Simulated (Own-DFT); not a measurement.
# Computed records: Hf₃₂O₆₃ (monoclinic hafnia with one vacancy, atoms displaced)

All values are calculated (Own-DFT development build). A calculation, not a measurement: plane-wave density functional theory by an unreviewed code, no spin, of a simulated periodic cell, stress positive in tension, run twice, with PBE and with PBEsol, both on files made for PBE, so the change isn't that of files made for PBEsol, defect cell not probed for a lower state with spin; hafnium file: forces about 75 meV/angstrom off all-electron values; oxygen file: force components 24 meV/angstrom off all-electron in one glass; forces on such cells passed a denser k mesh, this cell's mesh not checked; the far tail of each file's local potential was reset to the Coulomb form; each entry is a single point on an unrelaxed cell, so the pressure reflects the starting lattice, mostly measured values (interpolated for alloys), from which strain is counted, and rises with the displacements; printed positions are rounded, which can move forces by about a meV/angstrom; the program, named Own-DFT, is a retired in-house code; no spin-orbit coupling; stress was not checked against mesh or cutoff.

### Hf₃₂O₆₃ (monoclinic hafnia with one vacancy, atoms displaced)

```
Hf32O63
1.0
     10.2340     0.0000     0.0000
      0.0000    10.3500     0.0000
     -1.6955     0.0000    10.4453
Hf O Hf O Hf O Hf O Hf O Hf O Hf O Hf O
4 7 4 8 4 8 4 8 4 8 4 8 4 8 4 8
Direct
  0.13870 0.01696 0.10086
  0.36133 0.26854 0.14895
  0.35951 0.48404 0.39768
  0.13801 0.22947 0.35363
  0.04044 0.16381 0.17447
  0.46592 0.41732 0.07788
  0.46207 0.33266 0.32090
  0.03461 0.08239 0.41905
  0.22671 0.37890 0.24014
  0.27113 0.12600 0.00724
  0.22599 0.37345 0.48703
  0.13425 0.01561 0.60391
  0.36001 0.27093 0.64744
  0.36040 0.48049 0.89190
  0.13470 0.22705 0.85504
  0.03828 0.16822 0.67296
  0.45928 0.41243 0.57484
  0.45672 0.33935 0.82921
  0.03865 0.08363 0.92545
  0.22260 0.37155 0.74237
  0.27421 0.12906 0.51185
  0.27360 0.12828 0.75893
  0.22178 0.37243 0.98854
  0.13886 0.51845 0.10678
  0.35429 0.77017 0.14387
  0.36133 0.97846 0.39233
  0.14109 0.73334 0.35400
  0.03389 0.66978 0.17386
  0.46230 0.91529 0.07415
  0.46454 0.83357 0.32786
  0.03800 0.58557 0.42387
  0.22302 0.88453 0.23717
  0.27752 0.63087 0.00215
  0.27952 0.62023 0.25837
  0.22104 0.87026 0.49232
  0.14050 0.51843 0.60435
  0.36436 0.76711 0.64347
  0.36360 0.97940 0.89322
  0.14030 0.72733 0.85584
  0.04003 0.66576 0.67534
  0.46096 0.91429 0.57976
  0.45372 0.83386 0.82380
  0.03989 0.58434 0.92667
  0.22893 0.87449 0.73434
  0.27269 0.62927 0.50930
  0.27693 0.61861 0.76218
  0.21866 0.86806 0.98733
  0.64248 0.02031 0.10114
  0.86117 0.27246 0.14359
  0.86271 0.48176 0.39332
  0.63472 0.23278 0.35046
  0.53517 0.16738 0.17135
  0.96233 0.41643 0.07764
  0.96351 0.33901 0.32909
  0.53684 0.08208 0.42362
  0.71931 0.38048 0.23976
  0.77934 0.12850 0.01315
  0.77836 0.12251 0.26290
  0.72269 0.37434 0.48991
  0.64092 0.01182 0.60773
  0.86540 0.26722 0.64712
  0.86099 0.47386 0.89456
  0.63827 0.23396 0.85039
  0.54244 0.16299 0.68449
  0.96401 0.41304 0.57685
  0.96423 0.33675 0.82773
  0.53644 0.08541 0.92626
  0.72784 0.38432 0.74079
  0.77361 0.12986 0.51281
  0.77761 0.12348 0.75940
  0.71922 0.37036 0.99215
  0.63340 0.52283 0.10568
  0.86164 0.77177 0.14839
  0.85926 0.97818 0.38891
  0.63198 0.72729 0.35552
  0.53708 0.66669 0.17030
  0.96207 0.91593 0.07826
  0.96728 0.83856 0.33081
  0.53547 0.58098 0.41945
  0.72322 0.87731 0.23873
  0.77573 0.63454 0.00610
  0.77855 0.61790 0.25803
  0.72749 0.87197 0.49006
  0.64047 0.52359 0.59926
  0.85890 0.76671 0.64113
  0.86603 0.97800 0.89646
  0.63275 0.73300 0.85241
  0.54115 0.66493 0.67497
  0.96151 0.91832 0.57616
  0.96712 0.83208 0.82318
  0.54031 0.57903 0.92079
  0.72065 0.88131 0.73775
  0.77273 0.62682 0.51161
  0.77614 0.62363 0.75749
  0.73199 0.86472 0.99325
```

* functional: PBE, then PBEsol
* potential files: PseudoDojo norm-conserving, scalar-relativistic, standard set
* wave cutoff: 72 hartree
* occupations: Fermi-Dirac
* smearing width: 0.1 eV
* k mesh: 2 x 2 x 2 centred on Gamma
* PBE pressure: 3.96 GPa
* PBE stress xx: -3.67 GPa
* PBE stress yy: -3.95 GPa
* PBE stress zz: -4.26 GPa
* PBE stress yz: -0.1 GPa
* PBE stress xz: -0.28 GPa
* PBE stress xy: 0.37 GPa
* PBEsol pressure: -2.42 GPa
* PBEsol stress xx: 2.73 GPa
* PBEsol stress yy: 2.38 GPa
* PBEsol stress zz: 2.15 GPa
* PBEsol stress yz: -0.09 GPa
* PBEsol stress xz: 0.08 GPa
* PBEsol stress xy: 0.37 GPa
* rms change of force components from PBE to PBEsol: 0.044 eV/Å

Force:
```csv
force element,PBE force x (eV/Å),PBE force y (eV/Å),PBE force z (eV/Å),PBEsol force x (eV/Å),PBEsol force y (eV/Å),PBEsol force z (eV/Å)
Hf,-0.329,1.003,0.494,-0.376,0.971,0.372
Hf,0.238,0.268,-1.33,0.32,0.415,-1.328
Hf,0.138,-1.689,-0.346,0.115,-1.694,-0.312
Hf,-0.211,-0.626,0.399,-0.323,-0.592,0.434
O,-0.417,0.516,-0.242,-0.408,0.514,-0.196
O,-0.746,-0.239,0.054,-0.727,-0.217,0.015
O,-0.15,0.577,0.989,-0.145,0.54,0.896
O,0.021,0.076,0.211,0.036,0.063,0.246
O,-0.462,-0.019,0.096,-0.388,-0.019,0.093
O,0.596,0.227,0.874,0.507,0.212,0.842
O,-0.519,-0.066,0.242,-0.443,-0.054,0.234
Hf,0.359,0.609,-0.232,0.355,0.63,-0.261
Hf,0.1,-0.706,-0.047,0.068,-0.635,-0.009
Hf,-0.328,-0.037,1.238,-0.328,-0.081,1.222
Hf,1.081,0.777,0.084,1.076,0.713,0.049
O,-0.449,-0.299,-0.083,-0.44,-0.272,-0.021
O,1.28,0.995,0.074,1.219,0.987,0.019
O,2.031,-1.627,-0.618,1.965,-1.589,-0.653
O,-1.347,-0.588,-0.601,-1.306,-0.592,-0.537
O,-0.273,1.204,-0.965,-0.194,1.164,-0.945
O,0.25,-0.123,-0.648,0.175,-0.117,-0.632
O,0.297,-1.495,0.589,0.227,-1.44,0.577
O,0.001,-0.06,0.411,0.056,-0.05,0.401
Hf,-0.322,0.314,-1.063,-0.312,0.347,-1.078
Hf,1.454,0.029,-0.802,1.409,0.067,-0.775
Hf,0.002,1.173,1.028,0.058,0.981,1.134
Hf,-1.258,-0.484,0.158,-1.238,-0.518,0.141
O,0.892,-0.5,0.133,0.875,-0.47,0.182
O,0.095,-0.207,0.262,0.074,-0.189,0.199
O,-0.271,-0.288,-0.181,-0.279,-0.289,-0.216
O,-0.175,0.185,-0.17,-0.156,0.162,-0.119
O,0.438,-0.54,0.61,0.493,-0.544,0.588
O,0.052,0.078,1.657,-0.017,0.083,1.612
O,-0.324,0.611,-0.049,-0.372,0.604,-0.045
O,0.467,-0.07,-0.905,0.513,-0.066,-0.89
Hf,-1.052,-0.249,0.285,-1.025,-0.192,0.247
Hf,-0.891,0.316,0.14,-0.888,0.382,0.171
Hf,-0.672,0.995,0.281,-0.648,0.921,0.311
Hf,-0.467,-0.163,-0.822,-0.448,-0.217,-0.817
O,-0.616,-0.13,-0.787,-0.586,-0.115,-0.721
O,0.667,0.398,-0.389,0.642,0.388,-0.424
O,1.948,-0.97,0.484,1.89,-0.958,0.415
O,-0.793,-0.547,-0.103,-0.746,-0.548,-0.053
O,-0.804,0.669,0.294,-0.717,0.646,0.276
O,0.775,-0.032,-0.156,0.697,-0.044,-0.158
O,0.295,-0.026,-0.908,0.225,-0.024,-0.873
O,0.465,0.458,0.319,0.511,0.446,0.322
Hf,-0.882,0.201,0.394,-0.852,0.249,0.356
Hf,-0.054,-0.227,0.931,-0.063,-0.174,0.926
Hf,-0.065,-0.622,0.48,-0.065,-0.665,0.483
Hf,0.405,-0.499,0.992,0.401,-0.522,0.931
O,0.141,-0.567,-0.125,0.142,-0.521,-0.068
O,0.467,0.129,0.083,0.448,0.13,0.03
O,0.501,-0.686,-0.762,0.476,-0.672,-0.788
O,-0.696,-0.261,-0.239,-0.68,-0.282,-0.196
O,0.426,-0.346,-0.045,0.468,-0.345,-0.047
O,0.041,-0.079,-0.44,-0.025,-0.082,-0.414
O,-0.249,0.096,-0.659,-0.3,0.087,-0.644
O,-0.038,-0.149,-0.31,0.021,-0.123,-0.308
Hf,-0.451,2.411,-1.113,-0.418,2.396,-1.099
Hf,-0.655,0.271,-0.913,-0.638,0.304,-0.865
Hf,-0.364,2.224,0.505,-0.362,2.116,0.509
Hf,-0.425,-0.392,0.798,-0.408,-0.446,0.746
O,-1.248,0.106,-1.367,-1.198,0.129,-1.271
O,0.629,0.693,-0.033,0.608,0.686,-0.074
O,0.499,-0.773,0.051,0.471,-0.769,0.007
O,0.064,-0.073,-0.346,0.069,-0.095,-0.289
O,-0.558,-0.461,-0.157,-0.476,-0.456,-0.136
O,0.149,-0.186,-0.167,0.088,-0.188,-0.15
O,0.365,-0.453,0.83,0.292,-0.434,0.804
O,0.732,0.032,-0.295,0.786,0.034,-0.294
Hf,1.078,-0.486,-0.89,1.046,-0.438,-0.895
Hf,-0.146,-0.971,-0.651,-0.152,-0.902,-0.633
Hf,0.077,1.005,1.366,0.078,0.932,1.355
Hf,1.169,0.544,-1.027,1.134,0.482,-1.036
O,-1.143,1.104,0.607,-1.102,1.077,0.652
O,0.612,0.444,-0.08,0.588,0.448,-0.133
O,0.465,-0.815,-0.403,0.444,-0.796,-0.437
O,-0.397,0.062,0.177,-0.376,0.06,0.226
O,-0.23,0.132,0.154,-0.147,0.132,0.146
O,-0.038,-0.669,0.405,-0.107,-0.64,0.4
O,-0.399,0.678,0.532,-0.45,0.658,0.523
O,-0.702,-0.732,-0.358,-0.625,-0.708,-0.336
Hf,-0.24,-1.69,1.296,-0.199,-1.598,1.242
Hf,1.271,0.358,1.273,1.225,0.388,1.273
Hf,0.053,-0.248,-0.229,0.058,-0.288,-0.185
Hf,0.941,-1.214,0.992,0.936,-1.258,0.94
O,-1.052,0.46,-0.698,-1.016,0.473,-0.628
O,-0.056,-0.265,0.184,-0.05,-0.246,0.127
O,-0.664,0.676,0.244,-0.659,0.646,0.201
O,-0.442,0.557,-0.393,-0.428,0.541,-0.33
O,0.405,-0.901,0.787,0.447,-0.882,0.746
O,0.423,0.545,-0.691,0.338,0.528,-0.659
O,0.159,0.002,0.153,0.092,0.01,0.127
O,-0.946,1.339,-0.8,-0.853,1.312,-0.769
```
